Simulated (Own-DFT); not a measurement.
# A surface energy from a slab and the bulk: wurtzite AlN, m plane (10-10)

Everything here is calculated. The program is Own-DFT (plane waves, in-house, since retired, never reviewed by a person); positions were held fixed, and spin and spin-orbit coupling were off.

Known weak points (not all hold for every row): some atoms lie very close together; forces not confirmed at this smearing and k mesh; k mesh not checked against a denser one.

Both sets of runs: PBE; PseudoDojo norm-conserving scalar-relativistic files; cutoff 42 hartree; Gaussian smearing of 0.01 eV. The slab has 128 atoms in 16 layers, two equal faces of 62.02 Å² as cut, 15 Å of vacuum, a dipole correction along the normal and a 6 x 3 x 1 mesh. The bulk cell has 72 atoms, the same measured lattice constants and a 4 x 4 x 3 mesh. All atoms were moved at random; u is the rms move along one axis. Energies are counted from -174.06 eV for each atom.

```
slab run   u (Å)  E (eV, cell)
       1  0.0192        20.368
       2  0.0195        20.397
       3  0.0199        19.983
       4  0.0200        20.243
       5  0.0503        28.678
       6  0.0506        28.104
       7  0.0514        30.093
       8  0.0543        31.800
       9  0.0989        57.803
      10  0.0991        58.188
      11  0.1021        60.742
      12  0.1050        58.896
```

| bulk run | u (Å) | E (meV/atom) |
|---|---|---|
| 1 | 0.0193 | -3.64 |
| 2 | 0.0196 | -0.74 |
| 3 | 0.0207 | -0.73 |
| 4 | 0.0211 | 1.42 |
| 5 | 0.0212 | 0.34 |
| 6 | 0.0941 | 294.71 |
| 7 | 0.0974 | 280.71 |
| 8 | 0.0991 | 294.35 |
| 9 | 0.1031 | 344.23 |
| 10 | 0.1042 | 364.63 |

Asked: what is the energy of the unrelaxed surface?

## Answer

Take each set to u = 0 with E = a + b u². Rows are weighted down as u grows, with residuals divided by u² + 0.0006 Å². Slab: a = 18.73 ± 0.13 eV. Bulk: a = -14.5 ± 0.8 meV/atom. The excess is 18.73 - 128 x (-0.0145) = 20.58 ± 0.16 eV. Over two faces that is 166 meV/Å², or 2.66 ± 0.02 J/m². Relaxing the faces would lower the energy, and the unlike meshes and the reach from the smallest u down to zero add errors that aren't counted here.
